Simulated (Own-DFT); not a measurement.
# Point defects and the pressure they add: 4H SiC

Everything here is calculated. The program is Own-DFT (plane waves, in-house, since retired, never reviewed by a person); positions were held fixed, and spin and spin-orbit coupling were off.

Common settings: PBE; PseudoDojo norm-conserving scalar-relativistic files; cutoff 42 hartree; 4 x 4 x 3 k mesh centred on Gamma; Fermi-Dirac smearing of 0.1 eV.

Keep in mind (not all hold for every row): some atoms lie very close together; not probed for a lower state with spin; forces on such cells passed a denser k mesh, each cell not checked; stress not checked against mesh or cutoff.

All runs share one cell, with vectors in Å (9.248, 0.000, 0.000); (-4.624, 8.009, 0.000); (0.000, 0.000, 10.068) and a volume of 745.7 Å³. The atoms are randomly displaced, by u rms on each axis. The defect's site can differ from row to row.

| cell | formula | u (Å) | P (GPa) |
|---|---|---|---|
| no defect | C36Si36 | 0.0294 | 3.70 |
| no defect | C36Si36 | 0.0599 | 6.37 |
| no defect | C36Si36 | 0.0638 | 6.78 |
| two Al on a Si site each | Al2C36Si34 | 0.0311 | ? |
| two Al on a Si site each | Al2C36Si34 | 0.0317 | 6.13 |
| two Al on a Si site each | Al2C36Si34 | 0.0514 | 7.13 |
| two Al on a Si site each | Al2C36Si34 | 0.0531 | 7.09 |
| one Al on a Si site and one N on a C site | AlC35NSi35 | 0.0493 | 5.31 |
| one Al on a Si site and one N on a C site | AlC35NSi35 | 0.0505 | 5.26 |
| one Al on a Si site and one N on a C site | AlC35NSi35 | 0.0541 | 5.84 |
| one C on a Si site and one Si on a C site | C36Si36 | 0.0302 | 7.40 |
| one C on a Si site and one Si on a C site | C36Si36 | 0.0477 | 8.25 |
| one C on a Si site and one Si on a C site | C36Si36 | 0.0478 | 8.83 |
| two N on a C site each | C34N2Si36 | 0.0298 | 2.75 |
| two N on a C site each | C34N2Si36 | 0.0481 | 3.98 |
| two N on a C site each | C34N2Si36 | 0.0517 | 4.49 |

## Working it out

P = P0 + c u² + a shift for each defect gives P0 = 3.12 GPa, c = 880 ± 70 GPa/Å² and a scatter of 0.23 GPa. The shifts, and each times the cell's volume:

- one C on a Si site and one Si on a C site: 3.44 ± 0.20 GPa, 16.0 eV
- two Al on a Si site each: 1.77 ± 0.20 GPa, 8.2 eV (4.1 eV for each of its 2 sites)
- one Al on a Si site and one N on a C site: 0.03 ± 0.19 GPa, 0.1 eV (not resolved)
- two N on a C site each: -1.10 ± 0.20 GPa, -5.1 eV (-2.6 eV for each of its 2 sites)

Positive is outwards. The product with the volume (160.2 GPa Å³ to the eV) is nearly free of the cell's size; divided by the bulk modulus at the cell's pressure it gives the volume that the defect adds. The atoms around the defects weren't relaxed, which would change these numbers.

## The run left out

Q: what pressure belongs in the blank (two Al on a Si site each, u = 0.0311 Å)?

The fitted form gives 5.74 ± 0.28 GPa. The hidden result is 6.00 GPa.
